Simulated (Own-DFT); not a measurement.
# Response to strain: C40 NbSi2, 36 atoms (Nb12Si24)

Calculated results; nothing here was measured. They come from Own-DFT, an in-house plane-wave density functional program, since retired, whose code no person has reviewed. Each row is one single-point run on a periodic cell that was not relaxed, without spin or spin-orbit coupling.

Settings of every run: PBE; PseudoDojo norm-conserving scalar-relativistic files; cutoff 42 hartree; 4 x 4 x 5 k mesh centred on Gamma; cold (Marzari-Vanderbilt) smearing of 0.2 eV.

Known limits: forces on such cells failed a check on a denser k mesh; stress not checked against mesh or cutoff.

Unstrained cell vectors in Å: (0.000, 8.324, 0.000); (-9.613, 0.000, 0.000); (0.000, 0.000, 6.586). The unstrained cell was taken from the Materials Project. The random moves and any unrelaxed bonds add to the pressure at no strain. Each run strains this cell uniformly, with the atoms carried along. Every atom was also moved at random, by a Gaussian of width 0.05 Å on each axis. Strain is the symmetric tensor, in per cent. Stress is positive in tension, and the pressure is minus a third of its trace.

```
run,e_xx (%),e_yy (%),e_zz (%),e_yz (%),e_xz (%),e_xy (%),s_xx (GPa),s_yy (GPa),s_zz (GPa),s_yz (GPa),s_xz (GPa),s_xy (GPa),P (GPa),E (meV/atom)
1,1.07,-0.19,0.03,0.78,0.63,-1.66,1.50,-2.64,-3.27,2.41,2.26,-4.86,1.47,20.0
2,-0.58,-1.59,-1.21,0.97,-1.68,1.03,-6.72,-10.40,-12.66,3.55,-5.68,3.76,9.93,44.6
3,0.34,0.80,1.13,-1.19,0.83,0.04,-0.03,1.95,2.32,-3.09,2.14,0.39,-1.41,8.2
4,0.18,0.06,0.17,1.72,1.57,-0.98,-1.56,-2.34,-2.87,5.22,4.95,-2.66,2.26,23.0
5,-0.05,-0.66,0.15,0.05,-1.81,-0.08,-2.68,-4.61,-3.59,-0.22,-4.94,-0.42,3.63,13.7
6,0.74,1.71,-1.61,-0.32,0.08,-0.21,0.12,2.93,-9.32,-0.23,0.57,-0.47,2.09,20.5
7,0.54,-1.41,-0.67,0.11,0.72,-1.20,-1.51,-8.08,-8.14,0.97,3.20,-3.96,5.91,25.6
8,1.45,2.00,-1.92,-1.06,0.58,0.83,1.65,3.72,-9.59,-2.60,2.25,2.63,1.41,31.9
9,-0.12,1.28,0.29,-0.42,1.21,-0.58,-0.97,2.18,-0.92,-1.13,4.28,-1.63,-0.09,0.0
10,0.75,0.70,-0.71,1.55,1.61,0.67,-0.48,0.30,-5.26,5.07,4.78,1.93,1.81,18.6
11,-1.19,-0.66,1.05,0.97,-0.31,-1.32,-6.72,-4.99,-1.12,2.91,-1.55,-4.54,4.28,26.3
12,0.39,0.07,1.85,-1.17,0.39,0.19,1.29,-0.09,4.22,-3.76,1.79,0.49,-1.81,3.7
13,-0.99,1.97,-1.35,-1.52,0.37,-0.43,-6.26,2.65,-9.73,-4.72,0.67,-1.09,4.45,32.8
14,1.58,-0.75,-0.26,0.43,-1.93,0.42,2.33,-4.43,-4.16,1.37,-6.10,0.90,2.09,19.2
15,1.22,-0.32,-0.03,1.23,-0.51,0.48,1.55,-2.59,-3.25,3.76,-0.93,1.32,1.43,18.4
16,1.06,-1.58,-1.27,1.85,-0.87,0.32,?,?,?,?,?,?,?,?
```

E is the free energy for each atom above the lowest run shown.

## Worked fit

Each stress component was fitted by least squares to a constant and the strains of the runs shown, as fractions, with shears doubled. Shear strains stay in the fit of a normal stress only where such slopes are resolved. The slopes, in GPa:

```
stress  at no strain  per e_xx  per e_yy  per e_zz  scatter
  s_xx          -2.4  361 ± 16   61 ± 12  102 ± 13     0.48
  s_yy          -2.6    81 ± 8   373 ± 6   104 ± 7     0.25
  s_zz          -4.1  112 ± 15  106 ± 11  470 ± 12     0.47
```

Each shear stress against twice its own strain: yz 146 ± 5, xz 159 ± 9, xy 158 ± 7 GPa. These are stiffnesses along x, y and z of the frame in which the cell vectors are given, which need not be the crystal's axes. The atoms are held to the strained lattice; where symmetry lets them move under strain, relaxing them would lower some slopes. The table should be nearly symmetric about its diagonal, and what it lacks of that shows the noise. A ninth of its sum, 197 ± 9 GPa, estimates the bulk modulus near the mean pressure of these runs, 2.5 GPa, so it lies above the value at zero pressure.

## Withheld run

Question: what normal stresses and pressure should run 16 give?

The fit gives s_xx = -0.9, s_yy = -8.9, s_zz = -10.6 and P = 6.8 GPa. The calculation gave -0.57, -8.94, -11.02 and P = 6.84 GPa.
